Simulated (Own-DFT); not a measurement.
# Which arrangement is lower? Ga48P48, 96 atoms

These are calculations, not measurements. They come from Own-DFT, an in-house plane-wave density functional program, since retired, whose code no person has reviewed. Each row is one single-point run on a periodic cell that was not relaxed, without spin or spin-orbit coupling.

Settings of every run: PBE; PseudoDojo norm-conserving scalar-relativistic files; cutoff 42 hartree; 2 x 3 x 3 k mesh centred on Gamma; Fermi-Dirac smearing of 0.1 eV.

Known limits, some of them of some rows only: not probed for a lower state with spin; forces on such cells failed a check on a denser k mesh; forces on such cells passed a denser k mesh, each cell not checked; stress not checked against mesh or cutoff.

All cells hold the same atoms in the same cell, with vectors in Å (16.352, 0.000, 0.000); (0.000, 10.901, 0.000); (0.000, 0.000, 10.901). Every atom was moved at random from its ideal site; u is the rms move along one axis. The defect's site can differ from row to row. E is the free energy of the cell above the lowest run. The arrangements:

- A: zincblende GaP
- B: zincblende GaP, with one Ga on a P site and one P on a Ga site, 2.4 Å apart

| arrangement | u (Å) | E (eV) | P (GPa) |
|---|---|---|---|
| A | 0.0194 | 0.000 | 2.71 |
| A | 0.0201 | 0.039 | 2.72 |
| A | 0.0202 | 0.040 | 2.72 |
| A | 0.0476 | 3.379 | 3.24 |
| A | 0.0502 | 3.732 | 3.31 |
| A | 0.0514 | 3.517 | 3.21 |
| B | 0.0276 | 3.769 | 2.91 |
| B | 0.0295 | 3.885 | 2.93 |
| B | 0.0299 | 3.847 | 2.92 |
| B | 0.0492 | 6.560 | 3.30 |
| B | 0.0514 | 6.555 | 3.34 |
| B | 0.0524 | 7.476 | 3.51 |

Question: once the cost of the random moves is taken out, how do the arrangements rank?

## Worked answer

Fit E = a + b u², with one b for all and one a for each arrangement, and with residuals divided by u², since the noise grows with the moves. Then b = 1699 eV/Å², the scatter at u = 0.04 Å is 0.15 eV, and against A:

- B: 3.06 ± 0.06 eV (higher)

These are energies of unrelaxed cells. Relaxing the atoms lowers the strained arrangements most, so the gaps would shrink and small ones could change sign.
